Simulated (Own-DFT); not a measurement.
# How strain changes the stress of diamond silicon, 64 atoms (Si64)

The numbers are computed, not measured, by runs of the plane-wave DFT program Own-DFT (in-house, retired, unreviewed) at fixed positions, with no spin and no spin-orbit coupling.

Settings: PBE; PseudoDojo norm-conserving scalar-relativistic files; cutoff 20 hartree; 3 x 3 x 3 k mesh centred on Gamma; Fermi-Dirac smearing of 0.1 eV.

Keep in mind: k mesh not checked against a denser one; stress not checked against mesh or cutoff.

Unstrained cell vectors in Å: (10.862, 0.000, 0.000); (0.000, 10.862, 0.000); (0.000, 0.000, 10.862). The unstrained cell has measured lattice constants (interpolated for alloys), not those of this functional. That, the random moves and any unrelaxed bonds set the pressure at no strain. The cell is deformed uniformly in each run, and the atoms keep their fractional places. All atoms carry random offsets, Gaussian with a width of 0.05 Å per axis. Strain is the symmetric tensor, in per cent. Stress is positive in tension, and the pressure is minus a third of its trace.

```
run,e_xx (%),e_yy (%),e_zz (%),e_yz (%),e_xz (%),e_xy (%),s_xx (GPa),s_yy (GPa),s_zz (GPa),s_yz (GPa),s_xz (GPa),s_xy (GPa),P (GPa),E (meV/atom)
1,-0.85,-1.93,-0.50,0.70,-0.44,1.53,-5.78,-6.72,-5.26,1.82,-0.19,2.83,5.92,27.8
2,0.28,1.62,-1.17,1.53,-1.31,0.02,-2.03,-0.65,-3.34,2.81,-2.46,-0.56,2.01,19.6
3,0.47,1.67,-1.96,1.73,0.54,0.01,-2.31,-1.12,-4.30,4.40,0.32,0.78,2.58,23.8
4,-0.13,-1.59,0.26,1.51,-1.01,0.29,-3.85,-5.08,-3.43,3.20,-2.00,0.95,4.12,20.3
5,1.26,-1.79,-1.95,0.45,-0.92,-1.74,-3.22,-6.08,-6.06,0.89,-1.52,-3.29,5.12,31.1
6,-1.24,0.68,-1.28,-0.65,-0.54,-1.14,-4.92,-3.36,-5.15,-1.36,-1.32,-2.75,4.48,18.8
7,-0.54,0.42,0.73,0.08,1.70,0.44,-2.65,-1.73,-1.62,-0.16,3.54,1.42,2.00,11.1
8,1.44,0.09,0.64,-1.25,1.97,-0.50,-0.02,-1.26,-0.83,-2.61,3.93,-0.31,0.70,11.8
9,1.39,0.18,1.83,0.32,-0.85,-0.98,0.67,-0.32,1.05,1.25,-1.83,-1.16,-0.47,8.6
10,-0.19,1.87,1.02,1.08,-0.32,-0.57,-0.99,0.87,0.00,1.78,-0.91,-1.27,0.04,0.0
11,0.69,-0.94,0.11,0.84,1.28,-1.88,-2.17,-3.88,-2.91,2.45,2.70,-4.54,2.99,23.0
12,0.50,0.40,-1.62,-1.64,0.68,-0.41,-2.65,-2.87,-4.66,-3.15,1.86,-0.12,3.40,21.3
13,1.59,-0.10,-0.59,-0.52,1.48,1.99,-0.75,-2.22,-2.64,-0.73,3.25,2.98,1.87,23.0
14,-0.45,1.35,0.08,-0.98,-1.74,-1.18,-2.49,-0.86,-2.09,-2.13,-3.23,-2.47,1.81,22.7
15,1.00,-0.79,-1.78,1.24,-1.38,-1.61,-2.88,-4.55,-5.41,2.35,-2.33,-3.61,4.28,25.8
16,-0.39,-1.27,-1.15,-1.95,-1.95,-0.97,-5.31,-6.20,-6.07,-4.72,-3.67,-2.71,5.86,46.5
17,-1.20,0.50,0.31,0.72,1.77,-1.84,-4.26,-2.76,-2.96,1.53,4.40,-3.47,3.33,33.7
18,-0.84,1.17,-0.28,1.40,-1.77,1.83,?,?,?,?,?,?,?,?
```

E is the free energy per atom, counted from the lowest run shown.

## Analysis

Least squares on the runs shown: each stress against a constant and the strains, taken as fractions with shears doubled. Shear strains stay in the fit of a normal stress only where such slopes are resolved. The slopes, in GPa:

```
stress  at no strain  per e_xx  per e_yy  per e_zz  scatter
  s_xx          -2.8   157 ± 4    69 ± 3    67 ± 3     0.14
  s_yy          -2.8    69 ± 4   162 ± 3    69 ± 3     0.14
  s_zz          -2.8    69 ± 4    68 ± 3   154 ± 3     0.15
```

The slope of each shear stress on twice its own strain, from a fit on all six strains: yz 109 ± 5, xz 103 ± 4, xy 97 ± 8 GPa. These are stiffnesses along x, y and z of the frame in which the cell vectors are given, which need not be the crystal's axes. These are clamped-ion slopes: internal relaxation, where symmetry allows it, would soften some. The table should be nearly symmetric about its diagonal, and what it lacks of that shows the noise. A ninth of the table's sum, 98 ± 2 GPa, estimates the bulk modulus near the mean pressure of these runs, 2.9 GPa, so it lies above the value at zero pressure.

## The run left out

The question: what normal stresses and pressure should run 18 give?

Estimate: s_xx = -3.5, s_yy = -1.6, s_zz = -3.0 and P = 2.7 GPa. The calculation gave -3.80, -1.75, -3.15 and P = 2.90 GPa.
